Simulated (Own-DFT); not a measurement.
## Calculated data, GaAs (zincblende with one plane slipped along a stacking-fault path, atoms displaced), SiC (twinned 3C silicon carbide, atoms displaced), GaN (wurtzite, strained, atoms displaced), GaP (zincblende, strained, atoms displaced)

A calculation, not a measurement: plane-wave PBE density functional theory by an unreviewed code, no spin, of a simulated periodic cell, stress positive in tension, free energy of the whole cell less one offset for each atom, forces on such cells passed a denser k mesh, this cell's mesh not checked; offsets are fitted by least squares, one for each functional and potential file, so energies compare only between cells with the same atoms and settings and are not formation energies; the far tail of each file's local potential was reset to the Coulomb form; each entry is a single point on an unrelaxed cell, so the pressure reflects the starting lattice, mostly measured values (interpolated for alloys), from which strain is counted, and rises with the displacements; printed positions are rounded, which can move forces by about a meV/angstrom; the program, named Own-DFT, is a retired in-house code; no spin-orbit coupling. Program: Own-DFT development build.

Common to all runs: functional PBE.

```yaml
- entry: 1
  formula: GaAs
  kind: "zincblende with one plane slipped along a stacking-fault path, atoms displaced"
  structure:
    cell_angstrom:
      - [5.6533, -5.6533, 0.0]
      - [0.0, 5.6533, -5.6533]
      - [11.495, 11.495, 10.9297]
    atoms_fractional:
      - [Ga, 0.99234, 0.00103, 0.99391]
      - [As, 0.00147, 0.99623, 0.12545]
      - [Ga, 0.16398, 0.33193, 0.16219]
      - [As, 0.15487, 0.31758, 0.29545]
      - [Ga, 0.30418, 0.15294, 0.3356]
      - [As, 0.31151, 0.14324, 0.4565]
      - [Ga, 0.01937, 0.03469, 0.49762]
      - [As, 0.99677, 0.0158, 0.63245]
      - [Ga, 0.18141, 0.35632, 0.67268]
      - [As, 0.17817, 0.35598, 0.78784]
      - [Ga, 0.34204, 0.17266, 0.83383]
      - [As, 0.32583, 0.16661, 0.96659]
      - [Ga, 0.0109, 0.50419, 0.99789]
      - [As, 0.99192, 0.48591, 0.12631]
      - [Ga, 0.16608, 0.82244, 0.17119]
      - [As, 0.14905, 0.80224, 0.28932]
      - [Ga, 0.32227, 0.64934, 0.32969]
      - [As, 0.32265, 0.63985, 0.45793]
      - [Ga, 0.00433, 0.52384, 0.49864]
      - [As, 0.0028, 0.52654, 0.62245]
      - [Ga, 0.18132, 0.85868, 0.66804]
      - [As, 0.1636, 0.84123, 0.78948]
      - [Ga, 0.34417, 0.67447, 0.83532]
      - [As, 0.32978, 0.66856, 0.96304]
      - [Ga, 0.50975, 0.01194, 0.99316]
      - [As, 0.48535, 0.97775, 0.12646]
      - [Ga, 0.64897, 0.29706, 0.16821]
      - [As, 0.66693, 0.30626, 0.29258]
      - [Ga, 0.8083, 0.14016, 0.3334]
      - [As, 0.83002, 0.13811, 0.4569]
      - [Ga, 0.50993, 0.01874, 0.50178]
      - [As, 0.50933, 0.01203, 0.62639]
      - [Ga, 0.68112, 0.35981, 0.66788]
      - [As, 0.67329, 0.34987, 0.78905]
      - [Ga, 0.83896, 0.16977, 0.83336]
      - [As, 0.82007, 0.16039, 0.95812]
      - [Ga, 0.50694, 0.50088, 0.0019]
      - [As, 0.49241, 0.49133, 0.1191]
      - [Ga, 0.66201, 0.82518, 0.16556]
      - [As, 0.64825, 0.81026, 0.29435]
      - [Ga, 0.82381, 0.64719, 0.33188]
      - [As, 0.80971, 0.63383, 0.4568]
      - [Ga, 0.51774, 0.53367, 0.50163]
      - [As, 0.51912, 0.5232, 0.62368]
      - [Ga, 0.69072, 0.86969, 0.6701]
      - [As, 0.66099, 0.84867, 0.79238]
      - [Ga, 0.83458, 0.67653, 0.83698]
      - [As, 0.83011, 0.66239, 0.96126]
  settings:
    potential_files: "PseudoDojo norm-conserving, scalar-relativistic, standard set"
    "wave_cutoff [hartree]": 42.0
    occupations: Fermi-Dirac
    "smearing_width [eV]": 0.1
    k_mesh: "4 x 4 x 2 centred on Gamma"
  results:
    "free_energy_of_cell_above_offsets [eV]": "-14.872"
    "pressure [GPa]": 5.03
    "stress_xx [GPa]": -5.04
    "stress_yy [GPa]": -5.0
    "stress_zz [GPa]": -5.06
    "stress_yz [GPa]": -1.4
    "stress_xz [GPa]": -0.38
    "stress_xy [GPa]": 2.43
    force_element: [Ga, As, Ga, As, Ga, As, Ga, As, Ga, As, Ga, As, Ga, As, Ga, As, Ga, As, Ga, As, Ga, As, Ga, As, Ga, As, Ga, As, Ga, As, Ga, As, Ga, As, Ga, As, Ga, As, Ga, As, Ga, As, Ga, As, Ga, As, Ga, As]
    "force_x [eV/angstrom]": [0.476, -0.421, 0.533, -1.487, 0.547, 2.415, 0.134, 1.099, -1.605, 1.199, -0.132, -0.493, -0.538, -0.667, -1.454, 1.055, 0.328, -0.335, 0.162, 1.018, -0.756, 0.974, -0.663, 0.523, -0.702, -0.357, 0.162, -1.553, 1.177, -1.089, -0.665, 0.167, -0.693, 0.729, -0.048, 1.302, -1.082, 1.77, 0.395, 0.043, -0.387, 0.793, -0.843, 0.037, -1.62, 0.835, -0.484, 0.2]
    "force_y [eV/angstrom]": [0.579, -0.267, 0.062, -0.105, -2.015, -0.888, 0.456, -1.811, -1.15, 0.919, 0.503, -1.027, 0.967, 0.439, -0.306, 1.343, 0.532, 1.012, -0.968, -0.547, -0.152, 0.234, 1.183, -1.363, 1.502, -0.859, 0.426, 1.965, -1.027, 2.161, -0.61, 0.512, -0.55, 0.245, 0.375, -0.834, -0.005, 0.627, -0.262, -1.037, 0.042, -0.375, 0.041, 1.086, 0.349, -0.871, -0.07, -0.464]
    "force_z [eV/angstrom]": [1.273, 0.005, 0.94, -0.893, 0.354, -1.585, 3.657, -2.093, -1.612, 1.977, 0.041, -1.294, 1.261, -0.606, -0.322, -0.364, 0.885, -2.105, 1.666, 0.383, 0.072, 0.624, 0.173, -1.009, 2.049, -0.855, -0.943, -0.783, 0.645, -2.043, 1.079, -0.779, 0.186, 0.735, -0.924, -1.698, -0.418, 1.156, 0.468, -0.647, 0.569, -2.534, 2.164, 0.219, 1.485, 0.32, -0.325, -0.555]
- entry: 2
  formula: SiC
  kind: "twinned 3C silicon carbide, atoms displaced"
  structure:
    cell_angstrom:
      - [4.3596, -4.3596, 0.0]
      - [0.0, 4.3596, -4.3596]
      - [8.7192, 8.7192, 8.7192]
    atoms_fractional:
      - [Si, 0.0025, 0.0017, 0.43518]
      - [C, 0.01266, 0.00399, 0.06993]
      - [Si, 0.17821, 0.32578, 0.11197]
      - [C, 0.14163, 0.3236, 0.23267]
      - [Si, 0.31128, 0.13422, 0.26585]
      - [C, 0.3368, 0.20068, 0.3916]
      - [Si, 0.99702, 0.52241, 0.41613]
      - [C, 0.98184, 0.48657, 0.05268]
      - [Si, 0.1786, 0.84431, 0.09117]
      - [C, 0.13944, 0.83705, 0.2283]
      - [Si, 0.28479, 0.64484, 0.25822]
      - [C, 0.31639, 0.65783, 0.39964]
      - [Si, 0.54468, 0.02182, 0.44137]
      - [C, 0.48323, 0.9802, 0.0595]
      - [Si, 0.6564, 0.35152, 0.10974]
      - [C, 0.6697, 0.34638, 0.23182]
      - [Si, 0.845, 0.22156, 0.27005]
      - [C, 0.82462, 0.16627, 0.38889]
      - [Si, 0.49228, 0.52165, 0.44515]
      - [C, 0.46824, 0.49797, 0.06085]
      - [Si, 0.68765, 0.85886, 0.11176]
      - [C, 0.66258, 0.85061, 0.22563]
      - [Si, 0.82211, 0.65243, 0.27735]
      - [C, 0.83427, 0.66405, 0.39314]
      - [Si, 0.01112, 0.01193, 0.9396]
      - [C, 0.98949, 0.95955, 0.5578]
      - [Si, 0.83087, 0.68945, 0.61064]
      - [C, 0.85015, 0.6816, 0.74023]
      - [Si, 0.68382, 0.85402, 0.77184]
      - [C, 0.65559, 0.84804, 0.89275]
      - [Si, 0.01898, 0.5185, 0.94151]
      - [C, 0.03278, 0.50984, 0.57104]
      - [Si, 0.817, 0.15777, 0.61565]
      - [C, 0.81494, 0.15628, 0.73259]
      - [Si, 0.65025, 0.3372, 0.76302]
      - [C, 0.69914, 0.34733, 0.88815]
      - [Si, 0.47259, 0.95775, 0.95088]
      - [C, 0.48978, 0.00698, 0.57178]
      - [Si, 0.32734, 0.70076, 0.5941]
      - [C, 0.34056, 0.65469, 0.72618]
      - [Si, 0.18148, 0.87594, 0.74812]
      - [C, 0.16123, 0.84444, 0.90117]
      - [Si, 0.48799, 0.49596, 0.93318]
      - [C, 0.49424, 0.46341, 0.55286]
      - [Si, 0.39349, 0.20668, 0.59735]
      - [C, 0.36051, 0.20074, 0.72336]
      - [Si, 0.13311, 0.29874, 0.77232]
      - [C, 0.14407, 0.28601, 0.88857]
  settings:
    potential_files: "PseudoDojo norm-conserving, scalar-relativistic, standard set"
    "wave_cutoff [hartree]": 42.0
    occupations: Fermi-Dirac
    "smearing_width [eV]": 0.1
    hardware: "one NVIDIA H100"
    k_mesh: "5 x 5 x 2 centred on Gamma"
  results:
    "free_energy_of_cell_above_offsets [eV]": "15.582"
    "pressure [GPa]": 15.21
    "stress_xx [GPa]": -12.85
    "stress_yy [GPa]": -11.97
    "stress_zz [GPa]": -20.81
    "stress_yz [GPa]": -1.25
    "stress_xz [GPa]": 0.6
    "stress_xy [GPa]": 0.35
    force_element: [Si, C, Si, C, Si, C, Si, C, Si, C, Si, C, Si, C, Si, C, Si, C, Si, C, Si, C, Si, C, Si, C, Si, C, Si, C, Si, C, Si, C, Si, C, Si, C, Si, C, Si, C, Si, C, Si, C, Si, C]
    "force_x [eV/angstrom]": [0.645, -2.148, -3.652, 1.49, 4.107, 0.071, 3.88, 4.089, -1.522, -1.807, 5.946, 1.755, -5.583, 7.04, -1.518, -3.938, -2.523, 3.348, -3.049, 3.642, -3.381, 1.141, -2.454, -1.65, -2.117, 1.447, -0.894, -3.129, -2.91, 1.699, -5.268, -8.126, 0.815, 0.227, 7.783, -1.435, -2.796, 2.03, 4.379, -0.364, 3.322, 0.276, 0.538, 4.69, -4.136, -5.458, 1.772, 3.727]
    "force_y [eV/angstrom]": [-0.29, 0.263, 1.942, -3.513, 4.229, -1.702, -0.017, 3.567, 1.866, -3.879, 0.679, -0.883, 3.633, 2.421, -2.832, 0.921, -2.668, -1.083, -4.974, -1.732, -1.621, 2.078, 2.18, 4.861, 0.687, 3.126, -3.284, -0.308, 0.451, -0.771, -3.154, 2.033, -3.739, 0.403, 0.403, 2.549, -3.144, -5.48, -2.071, 1.203, -1.753, -2.169, -2.112, 5.638, 3.946, 1.099, -0.287, 3.286]
    "force_z [eV/angstrom]": [-0.718, -1.742, -1.049, -1.36, -2.368, 2.263, 6.546, 3.283, 5.164, 1.849, -2.134, -4.025, 1.548, 0.527, -1.412, -0.415, 6.481, -1.42, -1.949, -1.335, -0.005, 2.911, -4.794, -1.686, 5.218, -5.863, 4.882, -2.063, 4.442, 2.704, -1.235, 2.461, -3.618, -2.16, 0.881, 1.369, -7.604, -3.647, 6.334, -1.43, 5.417, -0.326, -0.108, -8.828, 9.03, 0.167, -4.826, -5.357]
    "wall_time [s]": 186.7
- entry: 3
  formula: GaN
  kind: "wurtzite, strained, atoms displaced"
  structure:
    cell_angstrom: [[12.756, 0.0, 0.0], [-4.7835, 8.2853, 0.0], [0.0, 0.0, 10.6292]]
    atoms_fractional:
      - [Ga, 0.08039, 0.23236, 0.0046]
      - [Ga, 0.17055, 0.11938, 0.25125]
      - ["N", 0.0733, 0.20728, 0.18839]
      - ["N", 0.16551, 0.10426, 0.43691]
      - [Ga, 0.08076, 0.22375, 0.49894]
      - [Ga, 0.16897, 0.11647, 0.74927]
      - ["N", 0.09207, 0.22523, 0.69105]
      - ["N", 0.16559, 0.11094, 0.94504]
      - [Ga, 0.08523, 0.55906, 0.00091]
      - [Ga, 0.16914, 0.45174, 0.2491]
      - ["N", 0.08477, 0.56419, 0.18946]
      - ["N", 0.17066, 0.44159, 0.43959]
      - [Ga, 0.08273, 0.55513, 0.50613]
      - [Ga, 0.16098, 0.45262, 0.7529]
      - ["N", 0.08521, 0.55769, 0.68943]
      - ["N", 0.17604, 0.45254, 0.93969]
      - [Ga, 0.08504, 0.89031, 0.99862]
      - [Ga, 0.16608, 0.7765, 0.24884]
      - ["N", 0.0767, 0.88056, 0.18697]
      - ["N", 0.1611, 0.78128, 0.44094]
      - [Ga, 0.08586, 0.88949, 0.49367]
      - [Ga, 0.16393, 0.7663, 0.75515]
      - ["N", 0.08624, 0.88871, 0.68729]
      - ["N", 0.16294, 0.77203, 0.93959]
      - [Ga, 0.32761, 0.21957, 0.99114]
      - [Ga, 0.41424, 0.10252, 0.24698]
      - ["N", 0.33513, 0.22534, 0.18764]
      - ["N", 0.41823, 0.11812, 0.43282]
      - [Ga, 0.33728, 0.2369, 0.4984]
      - [Ga, 0.41701, 0.11378, 0.74668]
      - ["N", 0.33437, 0.22811, 0.68231]
      - ["N", 0.41602, 0.10922, 0.94439]
      - [Ga, 0.33061, 0.5488, 0.01029]
      - [Ga, 0.42135, 0.45017, 0.25452]
      - ["N", 0.34429, 0.57163, 0.19493]
      - ["N", 0.41454, 0.44964, 0.43351]
      - [Ga, 0.32683, 0.55246, 0.49855]
      - [Ga, 0.42233, 0.44992, 0.75011]
      - ["N", 0.33647, 0.56735, 0.68814]
      - ["N", 0.42276, 0.4406, 0.9432]
      - [Ga, 0.33596, 0.88979, 0.99856]
      - [Ga, 0.42004, 0.77838, 0.24535]
      - ["N", 0.33278, 0.87967, 0.18692]
      - ["N", 0.41599, 0.78212, 0.44247]
      - [Ga, 0.33255, 0.89273, 0.51092]
      - [Ga, 0.41671, 0.78065, 0.75339]
      - ["N", 0.33062, 0.87858, 0.69516]
      - ["N", 0.41734, 0.77583, 0.94207]
      - [Ga, 0.58192, 0.22214, 0.00141]
      - [Ga, 0.66361, 0.11798, 0.24811]
      - ["N", 0.58499, 0.22156, 0.18456]
      - ["N", 0.66807, 0.11307, 0.44258]
      - [Ga, 0.59211, 0.22563, 0.49694]
      - [Ga, 0.67529, 0.11823, 0.75254]
      - ["N", 0.58589, 0.22708, 0.68648]
      - ["N", 0.66484, 0.10882, 0.9337]
      - [Ga, 0.59141, 0.55609, 0.00681]
      - [Ga, 0.66616, 0.43962, 0.24884]
      - ["N", 0.58097, 0.5592, 0.18311]
      - ["N", 0.67121, 0.44306, 0.4467]
      - [Ga, 0.57859, 0.54936, 0.50414]
      - [Ga, 0.66816, 0.43989, 0.74977]
      - ["N", 0.58355, 0.56745, 0.70013]
      - ["N", 0.6618, 0.44089, 0.94182]
      - [Ga, 0.58155, 0.87759, 0.00181]
      - [Ga, 0.66232, 0.7788, 0.24388]
      - ["N", 0.58017, 0.88783, 0.19024]
      - ["N", 0.66119, 0.77076, 0.43588]
      - [Ga, 0.58201, 0.89286, 0.50924]
      - [Ga, 0.66776, 0.77435, 0.74646]
      - ["N", 0.58612, 0.89014, 0.68972]
      - ["N", 0.65836, 0.76758, 0.93656]
      - [Ga, 0.83572, 0.22043, 0.0131]
      - [Ga, 0.91503, 0.10399, 0.2464]
      - ["N", 0.82519, 0.21629, 0.19142]
      - ["N", 0.92117, 0.1187, 0.45074]
      - [Ga, 0.83991, 0.22884, 0.50381]
      - [Ga, 0.91601, 0.10573, 0.74291]
      - ["N", 0.83974, 0.22979, 0.68658]
      - ["N", 0.91894, 0.10596, 0.9455]
      - [Ga, 0.83538, 0.55808, 0.99257]
      - [Ga, 0.92127, 0.44178, 0.25501]
      - ["N", 0.83659, 0.55556, 0.1897]
      - ["N", 0.91786, 0.43927, 0.44223]
      - [Ga, 0.83593, 0.56029, 0.49853]
      - [Ga, 0.91691, 0.44359, 0.75733]
      - ["N", 0.82945, 0.55497, 0.68116]
      - ["N", 0.91626, 0.44981, 0.93396]
      - [Ga, 0.83629, 0.88836, 0.99327]
      - [Ga, 0.92384, 0.79076, 0.24674]
      - ["N", 0.83463, 0.88048, 0.18634]
      - ["N", 0.91637, 0.78076, 0.42819]
      - [Ga, 0.84132, 0.89228, 0.50897]
      - [Ga, 0.90601, 0.76422, 0.73954]
      - ["N", 0.83079, 0.89374, 0.68806]
      - ["N", 0.92255, 0.78393, 0.93481]
  settings:
    potential_files: "PseudoDojo norm-conserving, scalar-relativistic, standard set with the stringent files for Ga"
    "wave_cutoff [hartree]": 96.0
    occupations: Gaussian
    "smearing_width [eV]": 0.01
    k_mesh: "3 x 4 x 3 centred on Gamma"
  results:
    "free_energy_of_cell_above_offsets [eV]": "-4.966"
    "pressure [GPa]": 2.56
    "stress_xx [GPa]": -4.7
    "stress_yy [GPa]": -5.99
    "stress_zz [GPa]": 3.0
    "stress_yz [GPa]": -0.09
    "stress_xz [GPa]": 0.15
    "stress_xy [GPa]": -0.16
    force_element: [Ga, Ga, "N", "N", Ga, Ga, "N", "N", Ga, Ga, "N", "N", Ga, Ga, "N", "N", Ga, Ga, "N", "N", Ga, Ga, "N", "N", Ga, Ga, "N", "N", Ga, Ga, "N", "N", Ga, Ga, "N", "N", Ga, Ga, "N", "N", Ga, Ga, "N", "N", Ga, Ga, "N", "N", Ga, Ga, "N", "N", Ga, Ga, "N", "N", Ga, Ga, "N", "N", Ga, Ga, "N", "N", Ga, Ga, "N", "N", Ga, Ga, "N", "N", Ga, Ga, "N", "N", Ga, Ga, "N", "N", Ga, Ga, "N", "N", Ga, Ga, "N", "N", Ga, Ga, "N", "N", Ga, Ga, "N", "N"]
    "force_x [eV/angstrom]": [1.491, 0.496, 0.832, -0.442, 2.074, 0.652, -2.149, -1.0, -0.162, 0.348, 0.649, -2.039, 0.353, 3.142, -1.461, -1.963, -0.057, -0.198, 2.237, 2.418, -1.436, -0.815, -0.615, 0.568, 1.229, -0.504, -0.074, 0.316, 0.129, 0.132, 0.572, -0.28, 1.984, -0.139, -0.931, 0.474, 1.364, -1.704, -0.133, -1.178, -0.188, -0.768, -0.807, -0.27, 0.103, 1.382, -0.934, -0.289, 0.483, 0.668, -1.243, 1.043, -1.58, -0.766, 0.12, 0.682, -1.597, 0.078, 1.099, -1.118, 0.456, -1.342, 1.696, 1.741, -0.565, 1.261, 0.736, 0.501, 0.507, -1.241, -0.215, 1.717, -0.942, -1.261, 1.704, -0.661, -1.056, 0.593, 0.094, -1.185, -0.687, -1.288, -0.1, -0.149, 0.341, -0.182, 0.845, 1.159, -0.646, -0.762, -1.924, 0.314, -1.479, 1.496, 0.965, -0.719]
    "force_y [eV/angstrom]": [-0.993, -1.157, 2.612, 1.842, -0.147, -1.203, 0.613, 0.245, -0.377, -0.524, -1.909, 0.083, 0.484, -1.12, -0.728, -0.868, -0.034, 1.308, 1.878, -1.478, 0.233, 2.174, -0.391, 0.884, 0.541, 0.589, -0.021, -0.265, -1.883, -0.355, -0.004, 0.165, 1.098, -0.745, -3.571, 0.169, 1.965, -0.133, -1.71, 0.585, -0.586, 1.676, 0.758, -0.19, 0.041, -0.133, 1.73, -0.483, -0.494, -1.669, 0.149, -0.149, -0.633, -0.842, -0.912, 0.193, -0.335, 1.325, -0.541, 0.586, 1.086, 0.61, -2.811, 0.225, 1.238, -0.029, 1.286, 0.833, -0.797, 1.988, 0.659, 1.108, -0.266, -0.592, 0.657, -1.428, -1.197, 1.813, -0.331, 1.317, 0.268, 0.382, -0.231, 1.417, 0.062, 0.28, -1.001, -1.012, -1.008, -2.561, 1.036, -0.063, -0.542, 2.634, -1.24, -1.131]
    "force_z [eV/angstrom]": [-0.425, -0.092, -0.076, -0.13, 0.737, 0.646, -0.459, -1.243, 0.383, 0.449, -0.528, -0.893, -0.892, 0.053, -0.368, 0.07, 0.46, 0.841, -0.672, -0.711, 1.448, -0.012, -0.059, -0.185, 1.568, 0.281, -0.167, 0.932, -0.422, 0.557, 0.631, -1.318, -0.749, -1.027, -0.935, 0.877, 1.061, 1.108, -0.047, -0.604, 0.299, 2.377, -0.291, -0.48, -1.34, 0.572, -0.354, -0.253, -0.444, 1.344, 0.178, -0.895, 0.669, -0.258, 0.009, 1.279, -0.913, 0.378, 1.376, -1.4, -0.106, 0.585, -2.292, -1.104, -0.202, 1.479, -0.848, 0.53, -1.193, 1.391, 0.612, -0.179, -2.057, 1.217, 0.4, -1.714, -0.083, 1.39, 0.572, -1.363, 1.594, -0.168, -0.337, -0.553, -0.815, -1.319, 0.538, 1.162, 0.922, 0.523, -0.679, 1.66, -2.132, 1.431, 0.121, -0.93]
- entry: 4
  formula: GaP
  kind: "zincblende, strained, atoms displaced"
  structure:
    cell_angstrom: [[10.862, 0.0, 0.0], [0.0, 10.862, 0.0], [0.0, 0.0, 10.9439]]
    atoms_fractional:
      - [Ga, 0.99478, 0.99623, 0.99141]
      - [Ga, 0.9947, 0.2373, 0.24301]
      - [Ga, 0.25766, 0.99068, 0.24745]
      - [Ga, 0.24108, 0.25662, 0.00328]
      - [P, 0.1304, 0.12201, 0.13834]
      - [P, 0.11947, 0.36389, 0.36788]
      - [P, 0.38642, 0.13162, 0.37047]
      - [P, 0.37869, 0.37653, 0.1172]
      - [Ga, 0.01021, 0.00186, 0.50797]
      - [Ga, 0.99553, 0.26108, 0.7362]
      - [Ga, 0.24464, 0.00801, 0.74058]
      - [Ga, 0.25953, 0.25309, 0.49498]
      - [P, 0.11906, 0.13386, 0.62808]
      - [P, 0.12267, 0.37843, 0.87472]
      - [P, 0.37554, 0.112, 0.87021]
      - [P, 0.36304, 0.37418, 0.63172]
      - [Ga, 0.9936, 0.50795, 0.00729]
      - [Ga, 0.01065, 0.73869, 0.25338]
      - [Ga, 0.25049, 0.49713, 0.26774]
      - [Ga, 0.2478, 0.75606, 0.00432]
      - [P, 0.1279, 0.63109, 0.11721]
      - [P, 0.12273, 0.883, 0.3767]
      - [P, 0.3917, 0.62985, 0.36911]
      - [P, 0.37229, 0.87354, 0.13566]
      - [Ga, 0.01268, 0.49456, 0.49992]
      - [Ga, 0.00301, 0.75151, 0.75193]
      - [Ga, 0.24826, 0.50231, 0.76108]
      - [Ga, 0.24869, 0.75213, 0.50734]
      - [P, 0.11419, 0.62944, 0.61622]
      - [P, 0.12971, 0.87239, 0.8797]
      - [P, 0.37832, 0.6257, 0.88596]
      - [P, 0.37258, 0.87219, 0.63969]
      - [Ga, 0.48209, 0.01375, 0.00359]
      - [Ga, 0.51185, 0.24208, 0.26131]
      - [Ga, 0.75627, 0.00068, 0.24074]
      - [Ga, 0.7516, 0.26328, 0.00366]
      - [P, 0.63902, 0.10589, 0.13576]
      - [P, 0.63034, 0.3775, 0.38358]
      - [P, 0.87251, 0.11432, 0.378]
      - [P, 0.88107, 0.3747, 0.12379]
      - [Ga, 0.49488, 0.99731, 0.49584]
      - [Ga, 0.4904, 0.249, 0.74814]
      - [Ga, 0.74981, 0.01658, 0.75076]
      - [Ga, 0.74449, 0.25056, 0.50315]
      - [P, 0.62761, 0.12807, 0.6314]
      - [P, 0.62563, 0.36085, 0.87803]
      - [P, 0.87048, 0.14083, 0.87135]
      - [P, 0.87505, 0.38003, 0.6217]
      - [Ga, 0.50708, 0.498, 0.99974]
      - [Ga, 0.49411, 0.74499, 0.24684]
      - [Ga, 0.75389, 0.48452, 0.24873]
      - [Ga, 0.74777, 0.74399, 0.9944]
      - [P, 0.62021, 0.62961, 0.12862]
      - [P, 0.61934, 0.87961, 0.37913]
      - [P, 0.87204, 0.61509, 0.38363]
      - [P, 0.88441, 0.87398, 0.13347]
      - [Ga, 0.49454, 0.49417, 0.49171]
      - [Ga, 0.50354, 0.75253, 0.75893]
      - [Ga, 0.74517, 0.49515, 0.7478]
      - [Ga, 0.74727, 0.75717, 0.50105]
      - [P, 0.62291, 0.62639, 0.64268]
      - [P, 0.62957, 0.87359, 0.86169]
      - [P, 0.87582, 0.62651, 0.87028]
      - [P, 0.86987, 0.86039, 0.62693]
  settings:
    potential_files: "PseudoDojo norm-conserving, scalar-relativistic, standard set"
    "wave_cutoff [hartree]": 42.0
    occupations: Fermi-Dirac
    "smearing_width [eV]": 0.1
    hardware: "one NVIDIA H100"
    k_mesh: "3 x 3 x 3 centred on Gamma"
  results:
    "free_energy_of_cell_above_offsets [eV]": "-29.589"
    "pressure [GPa]": 4.16
    "stress_xx [GPa]": -4.54
    "stress_yy [GPa]": -4.23
    "stress_zz [GPa]": -3.72
    "stress_yz [GPa]": 0.43
    "stress_xz [GPa]": -0.42
    "stress_xy [GPa]": 0.93
    force_element: [Ga, Ga, Ga, Ga, P, P, P, P, Ga, Ga, Ga, Ga, P, P, P, P, Ga, Ga, Ga, Ga, P, P, P, P, Ga, Ga, Ga, Ga, P, P, P, P, Ga, Ga, Ga, Ga, P, P, P, P, Ga, Ga, Ga, Ga, P, P, P, P, Ga, Ga, Ga, Ga, P, P, P, P, Ga, Ga, Ga, Ga, P, P, P, P]
    "force_x [eV/angstrom]": [0.103, -0.398, -0.986, 0.617, -0.08, 0.371, -1.815, 0.035, -1.549, 0.124, -0.238, -0.949, 1.095, -0.947, -1.64, 0.859, 0.593, -1.04, 0.469, 0.983, 0.247, 0.957, -2.856, 0.876, -1.197, -0.149, -0.185, 0.487, 1.611, -0.432, -0.253, 0.107, 2.478, 0.878, 1.543, -0.015, -2.975, -0.411, 0.103, -0.044, 0.015, 0.552, 0.649, 1.037, -1.452, -0.873, 1.031, -0.494, 0.021, 1.716, -0.309, 0.222, 1.275, 0.672, 0.294, -0.398, 0.425, -0.957, 0.443, -0.776, -0.439, 0.133, -0.21, 1.046]
    "force_y [eV/angstrom]": [0.757, 0.011, 1.509, -0.863, -0.392, 0.247, -1.502, -0.516, -0.687, -0.126, -0.898, -0.533, 0.023, -0.112, 2.454, 0.716, 0.078, 0.516, 0.341, -0.282, -1.34, -1.013, -1.067, -0.384, -0.28, -0.003, 1.011, 0.293, -0.414, 0.898, 0.349, 0.308, -2.131, 1.259, -2.501, -1.898, 3.595, -0.521, 1.007, -0.229, 0.335, -0.391, -1.719, -0.568, 0.16, 1.544, -0.623, 0.221, 0.012, 1.675, 1.691, 0.985, -1.116, -0.782, 0.467, -0.922, 0.621, -0.651, -0.095, -1.416, -0.398, 1.457, -0.822, 2.658]
    "force_z [eV/angstrom]": [0.703, 0.924, 1.696, -0.089, -2.027, 0.653, 0.99, 1.587, 0.004, 1.707, 0.877, -0.062, -0.847, 0.306, -0.388, -0.575, -1.121, 0.607, -1.763, -0.154, 1.466, 0.004, 1.937, -1.949, -0.608, 0.104, -0.618, -0.773, 1.44, -1.265, -0.561, -1.45, 1.085, -1.962, 2.682, 0.64, -2.9, -0.849, 0.376, 0.321, 1.441, 0.309, 0.11, 0.045, -1.256, -0.841, 0.446, -0.7, 0.049, -0.214, 0.341, 0.505, -0.467, -1.194, -0.811, -1.071, 1.908, -0.058, 0.822, -0.307, -2.352, 2.191, 0.351, 0.603]
    "wall_time [s]": 571.6
```
